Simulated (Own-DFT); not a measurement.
Simulation results for Si₃N₄ (beta silicon nitride, atoms displaced)

A calculation, not a measurement: plane-wave PBE density functional theory by an unreviewed code, no spin, of a simulated periodic cell, stress positive in tension, free energy of the whole cell less one offset for each atom, some atoms lie very close together; forces on such cells moved up to 12 meV/angstrom on a denser k mesh; offsets are fitted by least squares, one for each functional and potential file, so energies compare only between cells with the same atoms and settings and are not formation energies; the far tail of each file's local potential was reset to the Coulomb form; each entry is a single point on an unrelaxed cell, so the pressure reflects the starting lattice, mostly measured values (interpolated for alloys), from which strain is counted, and rises with the displacements; printed positions are rounded, which can move forces by about a meV/angstrom; the program, named Own-DFT, is a retired in-house code; no spin-orbit coupling; before rounding, a Quantum ESPRESSO 7.3.1 run of the same cell and cutoff gave forces within 1 meV/angstrom rms on each cell, which checks the program and not the settings. Program: Own-DFT development build.

### Si₃N₄ (beta silicon nitride, atoms displaced)

```xyz
112
Lattice="15.2120 0.0000 0.0000 -7.6060 13.1740 0.0000 0.0000 0.0000 5.8180" Properties=species:S:1:pos:R:3 Si3N4
Si    -1.6156     5.0107     0.7764
Si     0.1884     2.6506     0.6470
Si     1.4820     5.1317     0.7770
Si     5.3292     1.4665     2.3002
Si     3.6420     3.9518     2.2486
Si     2.2660     1.0600     2.2875
N      2.2819     0.0889     0.7663
N      6.3125     2.1629     0.6794
N      2.9270     4.5721     0.7243
N      1.5109     6.5340     1.9911
N     -2.3067     4.4808     2.1313
N      1.0568     2.1935     2.2261
N      0.0617     4.3919     0.5756
N      3.9962     2.3442     2.3730
Si    -1.6342     5.0453     3.7437
Si     0.2567     2.6992     3.7765
Si     1.3780     5.3409     3.6577
Si     5.4693     1.6380     5.0209
Si     3.8068     3.8340     5.0048
Si     2.4225     1.0060     5.1246
N      2.5255     0.2558     3.4257
N      6.1137     2.0206     3.4988
N      2.9352     4.4852     3.5990
N      1.2446     6.5310     5.3981
N     -2.4622     4.5124     5.1363
N      0.9834     2.3076     5.1599
N     -0.0502     4.2544     3.7077
N      3.7018     1.9939     5.1339
Si    -5.3595    11.6766     0.8202
Si    -3.3428     9.0676     0.8199
Si    -2.4237    11.9422     0.7409
Si     1.6308     8.2292     2.1785
Si    -0.4871    10.4679     2.1141
Si    -1.3219     7.6142     2.1824
N     -1.5229     6.7826     0.5684
N      2.3997     8.4813     0.6041
N     -0.9321    10.8438     0.9617
N     -2.4356    13.0368     2.1995
N     -6.2197    11.1402     2.1923
N     -2.5818     8.8284     2.1278
N     -3.7655    11.0009     0.8457
N     -0.0089     8.7404     2.1195
Si    -5.6474    11.4823     3.5840
Si    -3.7417     9.4927     3.6529
Si    -2.4556    11.9732     3.5762
Si     1.5094     8.2236     5.2273
Si    -0.1010    10.5346     5.1384
Si    -1.4306     7.8214     4.9025
N     -1.3329     6.7266     3.7612
N      2.4752     8.4548     3.5682
N     -1.2225    11.0034     3.6914
N     -2.4992    12.9890     5.3060
N     -6.1492    11.1879     5.2784
N     -2.7149     8.8859     5.1615
N     -3.8798    10.9381     3.5077
N      0.1035     8.9385     5.1545
Si     5.8930     5.0996     0.7384
Si     7.8151     2.5791     0.8492
Si     9.0992     5.3496     0.7525
Si    13.0887     1.6263     2.1993
Si    11.2614     3.9263     2.1722
Si     9.8971     1.1421     2.3364
N     10.1594     0.0593     0.7843
N     13.7840     2.1167     0.8265
N     10.4149     4.3451     0.6837
N      8.8204     6.4809     2.1830
N      5.2290     4.5535     2.1947
N      8.6365     2.1595     2.1376
N      7.5968     4.4910     0.7805
N     11.4061     2.1916     2.1410
Si     5.9417     4.9346     3.6358
Si     7.8999     2.6742     3.5405
Si     8.9236     5.3973     3.6601
Si    13.2089     1.7339     5.1339
Si    11.1247     3.8918     5.0421
Si    10.0214     1.0837     5.0350
N     10.0779     0.1136     3.7677
N     13.6899     1.8399     3.6799
N     10.4767     4.2447     3.7587
N      9.1073     6.4159     4.9190
N      5.0026     4.5532     5.0427
N      8.5618     2.2946     5.1262
N      7.5194     4.4924     3.7105
N     11.2707     2.1996     4.8781
Si     2.1310    11.7105     0.7279
Si     3.9904     9.2494     0.6612
Si     5.1474    12.0803     0.6183
Si     9.1697     7.9399     2.1389
Si     7.5111    10.4171     2.3045
Si     6.3230     7.7672     2.3005
N      6.2243     6.6863     0.5358
N     10.1885     8.5038     0.8020
N      6.7517    10.7910     0.8235
N      5.2832    13.0140     2.2409
N      1.4114    11.3087     2.1739
N      4.9765     8.8963     2.2578
N      3.8041    10.9231     0.7665
N      7.6457     8.7321     2.2525
Si     2.0464    11.8675     3.5178
Si     4.0369     9.2118     3.5941
Si     5.2517    11.8718     3.6189
Si     9.2642     8.1133     5.0390
Si     7.2462    10.5524     5.0063
Si     6.2389     7.9023     5.0351
N      6.0012     6.6812     3.8209
N      9.9299     8.5339     3.8278
N      6.6793    10.9785     3.5355
N      5.2142    13.0032     5.2828
N      1.2920    11.3330     4.9797
N      4.8870     8.7055     5.2326
N      3.6347    10.9211     3.6444
N      7.4927     8.7553     5.0137
```

- functional: PBE
- potential files: PseudoDojo norm-conserving, scalar-relativistic, standard set
- wave cutoff: 42 hartree
- occupations: Fermi-Dirac
- smearing width: 0.1 eV
- k mesh: 2 x 2 x 4 centred on Gamma
- free energy of cell above offsets: 37.681 eV
- pressure: 19.01 GPa
- stress xx: -16.24 GPa
- stress yy: -17.57 GPa
- stress zz: -23.23 GPa
- stress yz: 2.95 GPa
- stress xz: -2.93 GPa
- stress xy: -1.45 GPa

Force:
| element | x (eV/Å) | y (eV/Å) | z (eV/Å) |
| --- | --- | --- | --- |
| Si | 3.098 | 2.874 | -4.396 |
| Si | -0.46 | 2.649 | 7.119 |
| Si | -2.699 | 11.13 | -0.464 |
| Si | -0.576 | 0.671 | -7.747 |
| Si | 0.579 | -0.072 | -4.021 |
| Si | 1.131 | 9.128 | -13.25 |
| N | -0.249 | 5.745 | 0.307 |
| N | -6.29 | -3.807 | 0.295 |
| N | 5.212 | -5.029 | -0.348 |
| N | -1.508 | -6.11 | 3.598 |
| N | -1.824 | 0.548 | 4.608 |
| N | -2.68 | 1.091 | -0.291 |
| N | -3.666 | -2.826 | 1.542 |
| N | -6.144 | -2.06 | -1.428 |
| Si | 1.243 | -1.368 | -1.019 |
| Si | -1.542 | -3.284 | -5.256 |
| Si | 0.814 | 5.058 | 0.533 |
| Si | -1.668 | -2.794 | 3.512 |
| Si | -18.62 | -8.451 | 1.465 |
| Si | -1.113 | -0.397 | -1.265 |
| N | -0.055 | -10.82 | 15.91 |
| N | 7.403 | 2.575 | 6.51 |
| N | -3.595 | 0.512 | 3.115 |
| N | 0.244 | -4.472 | -4.476 |
| N | 0.319 | -0.136 | -0.05 |
| N | 4.883 | -5.099 | -2.009 |
| N | -0.46 | 4.856 | -0.958 |
| N | 3.935 | 4.897 | 0.118 |
| Si | 2.051 | -4.324 | -0.32 |
| Si | -7.178 | 3.941 | -3.473 |
| Si | 1.034 | 1.037 | 1.92 |
| Si | -0.601 | -2.311 | -1.433 |
| Si | 13.93 | -10.76 | 30.6 |
| Si | 1.045 | 0.432 | -2.178 |
| N | -0.239 | -0.499 | 2.744 |
| N | 6.277 | 4.41 | 7.801 |
| N | -13.13 | 12.14 | -31.93 |
| N | 0.428 | -4.236 | -0.228 |
| N | -1.259 | -0.853 | -2.723 |
| N | 1.027 | -1.407 | 8.042 |
| N | -0.514 | -2.827 | -0.403 |
| N | -0.278 | 1.308 | 1.336 |
| Si | 6.622 | 3.659 | 7.384 |
| Si | 2.734 | -13.86 | 1.866 |
| Si | -4.107 | 4.381 | 2.416 |
| Si | 1.08 | -5.928 | -8.026 |
| Si | -4.575 | 1.532 | -0.57 |
| Si | 2.509 | 1.942 | 6.763 |
| N | -0.805 | -1.549 | -5.753 |
| N | 0.402 | 1.088 | 3.122 |
| N | 5.803 | -3.371 | 0.194 |
| N | 1.388 | 0.989 | -5.3 |
| N | -3.243 | -1.086 | -6.399 |
| N | -0.162 | 0.126 | -5.131 |
| N | -2.25 | 11.41 | 0.026 |
| N | -5.978 | -1.811 | -1.602 |
| Si | 2.712 | -0.876 | -0.771 |
| Si | 0.304 | 6.454 | -6.315 |
| Si | -4.718 | 3.044 | -1.671 |
| Si | -5.846 | -4.629 | 0.814 |
| Si | -0.765 | -2.379 | 0.558 |
| Si | 7.245 | -1.934 | -3.575 |
| N | -0.934 | 7.821 | -0.024 |
| N | 2.89 | 0.934 | -2.482 |
| N | 0.492 | 0.754 | 2.803 |
| N | 0.677 | -11.38 | 0.028 |
| N | -0.387 | 0.464 | -1.006 |
| N | 0.944 | -0.862 | 3.487 |
| N | 1.028 | -2.971 | 0.314 |
| N | -0.803 | -0.113 | -0.091 |
| Si | -0.429 | 4.152 | 0.872 |
| Si | -3.869 | 2.478 | 4.69 |
| Si | 0.832 | 0.634 | -1.397 |
| Si | -8.896 | -4.511 | 3.187 |
| Si | 5.07 | -4.163 | 7.517 |
| Si | 0.223 | 3.269 | 6.287 |
| N | 0.63 | 7.881 | -3.389 |
| N | 7.568 | 3.639 | -2 |
| N | -7.097 | 5.817 | -12.1 |
| N | 0.405 | -0.85 | 4.685 |
| N | 17.19 | 7.443 | 1.51 |
| N | 2.223 | -2.863 | -1.964 |
| N | 2.924 | -4.717 | -0.691 |
| N | 3.421 | -0.605 | 2.22 |
| Si | 1.94 | -4.879 | -1.571 |
| Si | -0.028 | 0.128 | 3.253 |
| Si | 0.052 | -7.175 | 11.4 |
| Si | 3.234 | 9.874 | 0.737 |
| Si | -1.467 | -2.231 | -6.989 |
| Si | -3.846 | -4.292 | -1.523 |
| N | 0.054 | 4.428 | 3.213 |
| N | -1.783 | -1.111 | -0.317 |
| N | -3.38 | 3.124 | -2.317 |
| N | 0.265 | -1.11 | -0.954 |
| N | -5.001 | -2.062 | -1.851 |
| N | -0.231 | -1.15 | -2.118 |
| N | -0.888 | 1.672 | -0.866 |
| N | 2.526 | 0.596 | -0.101 |
| Si | 1.772 | -10.84 | 2.408 |
| Si | -1.882 | 0.557 | 2.276 |
| Si | -4.797 | 3.762 | -0.603 |
| Si | -6.846 | -3.215 | 11.83 |
| Si | 3.951 | -3.05 | 6.837 |
| Si | -3.231 | -9.967 | 2.003 |
| N | 1.198 | 2.056 | -3.821 |
| N | 8.375 | 5.512 | -13.91 |
| N | -2.065 | 1.931 | 3.154 |
| N | 1.907 | 5.844 | -10.28 |
| N | 1.417 | 1.506 | 2.026 |
| N | -3.66 | 3.11 | -3.937 |
| N | 3.273 | 1.353 | 0.224 |
| N | 8.387 | 5.112 | -0.102 |
